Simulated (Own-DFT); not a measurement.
# What a defect does to the pressure of its cell: C40 NbSi2

Calculated, not measured: single-point runs of Own-DFT, a retired in-house plane-wave DFT program that no person has reviewed, on unrelaxed cells, without spin or spin-orbit coupling.

Method: PBE; PseudoDojo norm-conserving scalar-relativistic files; cutoff 42 hartree; 4 x 4 x 5 k mesh centred on Gamma; cold (Marzari-Vanderbilt) smearing of 0.2 eV.

Caveats: forces on such cells failed a check on a denser k mesh; stress not checked against mesh or cutoff.

All runs share one cell, with vectors in Å (0.000, 8.324, 0.000); (-9.613, 0.000, 0.000); (0.000, 0.000, 6.586) and a volume of 527.0 Å³. Atoms were moved at random from their sites; u is the rms move along one axis. The defect's site can differ from row to row.

```
cell,formula,u (Å),P (GPa)
no defect,Nb12Si24,0.0215,1.54
no defect,Nb12Si24,0.0218,1.52
no defect,Nb12Si24,0.0486,2.41
two Nb on a Si site each,Nb14Si22,0.0294,7.63
two Nb on a Si site each,Nb14Si22,0.0306,?
two Nb on a Si site each,Nb14Si22,0.0469,8.13
two Nb on a Si site each,Nb14Si22,0.0534,8.61
two Si on a Nb site each,Nb10Si26,0.0275,1.57
two Si on a Nb site each,Nb10Si26,0.0285,1.47
two Si on a Nb site each,Nb10Si26,0.0506,2.43
one Si vacancy,Nb12Si23,0.0270,0.93
one Si vacancy,Nb12Si23,0.0314,0.98
one Si vacancy,Nb12Si23,0.0456,1.75
two Nb vacancies,Nb10Si24,0.0311,0.05
two Nb vacancies,Nb10Si24,0.0316,-0.05
two Nb vacancies,Nb10Si24,0.0486,0.91
```

## Fit

P = P0 + c u² + a shift for each defect gives P0 = 1.25 GPa, c = 526 ± 34 GPa/Å² and a scatter of 0.10 GPa. The shifts, and each times the cell's volume:

- two Nb on a Si site each: 5.84 ± 0.09 GPa, 19.2 eV (9.6 eV for each of its 2 sites)
- two Si on a Nb site each: -0.14 ± 0.08 GPa, -0.5 eV (-0.2 eV for each of its 2 sites) (not resolved)
- one Si vacancy: -0.69 ± 0.08 GPa, -2.3 eV
- two Nb vacancies: -1.71 ± 0.08 GPa, -5.6 eV (-2.8 eV for each of its 2 sites)

Against the defect-free cell, a freed cell would be larger where the shift is positive and smaller where it is negative (160.2 GPa Å³ is 1 eV). The atoms around the defects weren't relaxed, which would change these numbers.

## Test on the hidden row

The question: what pressure belongs in the blank (two Nb on a Si site each, u = 0.0306 Å)?

From the fit: 7.58 ± 0.12 GPa. The hidden result is 7.62 GPa.
